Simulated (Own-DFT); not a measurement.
# A change of arrangement and its cost: As32Ga32, 64 atoms

All numbers below are calculated, not measured. They come from Own-DFT, an in-house plane-wave density functional program, since retired, whose code no person has reviewed. Each row is one single-point run on a periodic cell that was not relaxed, without spin or spin-orbit coupling.

Settings of every run: PBE; PseudoDojo norm-conserving scalar-relativistic files; cutoff 42 hartree; 3 x 3 x 3 k mesh centred on Gamma; Fermi-Dirac smearing of 0.1 eV.

Known limits, some of them of some rows only: not probed for a lower state with spin; forces on such cells failed a check on a denser k mesh; forces not confirmed at this smearing and k mesh; stress not checked against mesh or cutoff.

All cells hold the same atoms in the same cell, with vectors in Å (11.307, 0.000, 0.000); (0.000, 11.307, 0.000); (0.000, 0.000, 11.307). Every atom was moved at random from its ideal site; u is the rms move along one axis. The defect's site can differ from row to row. E is the free energy of the cell above the lowest run. The arrangements:

- A: zincblende GaAs
- B: zincblende GaAs, with one As on a Ga site and one Ga on an As site, 2.4 Å apart

| arrangement | u (Å) | E (eV) | P (GPa) |
|---|---|---|---|
| A | 0.0193 | 0.000 | 3.52 |
| A | 0.0209 | 0.041 | 3.53 |
| A | 0.0210 | 0.044 | 3.52 |
| A | 0.0483 | 2.053 | 3.96 |
| A | 0.0496 | 1.915 | 3.88 |
| A | 0.0503 | 2.454 | 4.01 |
| B | 0.0279 | 3.019 | 3.94 |
| B | 0.0299 | 3.058 | 3.92 |
| B | 0.0323 | 3.250 | 3.96 |
| B | 0.0486 | 4.236 | 4.15 |
| B | 0.0514 | 4.847 | 4.31 |
| B | 0.0529 | 5.245 | 4.43 |

Question: once the cost of the random moves is taken out, how do the arrangements rank?

## Worked answer

Fit E = a + b u², with one b for all and one a for each arrangement, and with residuals divided by u², since the noise grows with the moves. Then b = 1015 eV/Å², the scatter at u = 0.04 Å is 0.12 eV, and against A:

- B: 2.57 ± 0.05 eV (higher)

These are energies of unrelaxed cells. Relaxing the atoms lowers the strained arrangements most, so the gaps would shrink and small ones could change sign.
